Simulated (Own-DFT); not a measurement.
# Which defects push the lattice out? C40 NbSi2

No measurement is shown. These are fixed-geometry runs of a retired plane-wave code named Own-DFT, which no person has reviewed; spin and spin-orbit coupling are neglected.

Settings: PBE; PseudoDojo norm-conserving scalar-relativistic files; cutoff 42 hartree; 4 x 4 x 5 k mesh centred on Gamma; cold (Marzari-Vanderbilt) smearing of 0.2 eV.

Keep in mind: forces on such cells failed a check on a denser k mesh; stress not checked against mesh or cutoff.

All runs share one cell, with vectors in Å (0.000, 8.324, 0.000); (-9.613, 0.000, 0.000); (0.000, 0.000, 6.586) and a volume of 527.0 Å³. u is the rms random offset of the atoms per axis. The defect's site can differ from row to row.

```
                    cell   formula   u (Å)  P (GPa)
               no defect  Nb12Si24  0.0189     1.46
               no defect  Nb12Si24  0.0494     2.68
               no defect  Nb12Si24  0.0516     2.68
two Nb on a Si site each  Nb14Si22  0.0319     7.46
two Nb on a Si site each  Nb14Si22  0.0483     8.27
two Nb on a Si site each  Nb14Si22  0.0515     8.56
          one Si vacancy  Nb12Si23  0.0290     0.94
          one Si vacancy  Nb12Si23  0.0300     1.03
          one Si vacancy  Nb12Si23  0.0546     2.00
        two Nb vacancies  Nb10Si24  0.0285    -0.01
        two Nb vacancies  Nb10Si24  0.0321    -0.06
        two Nb vacancies  Nb10Si24  0.0475     0.20
two Si on a Nb site each  Nb10Si26  0.0278        ?
two Si on a Nb site each  Nb10Si26  0.0304     1.61
two Si on a Nb site each  Nb10Si26  0.0506     2.33
two Si on a Nb site each  Nb10Si26  0.0563     2.91
```

## Working it out

P = P0 + c u² + a shift for each defect gives P0 = 1.35 GPa, c = 509 ± 47 GPa/Å² and a scatter of 0.16 GPa. The shifts, and each times the cell's volume:

- two Nb on a Si site each: 5.73 ± 0.13 GPa, 18.8 eV (9.4 eV for each of its 2 sites)
- two Si on a Nb site each: -0.19 ± 0.13 GPa, -0.6 eV (-0.3 eV for each of its 2 sites) (not resolved)
- one Si vacancy: -0.83 ± 0.13 GPa, -2.7 eV
- two Nb vacancies: -2.00 ± 0.13 GPa, -6.6 eV (-3.3 eV for each of its 2 sites)

Positive is outwards. The product with the volume (160.2 GPa Å³ to the eV) is nearly free of the cell's size; divided by the bulk modulus at the cell's pressure it gives the volume that the defect adds. The atoms around the defects weren't relaxed, which would change these numbers.

## Prediction

Q: what pressure belongs in the blank (two Si on a Nb site each, u = 0.0278 Å)?

The fitted form gives 1.55 ± 0.20 GPa. The calculation gave 1.62 GPa.
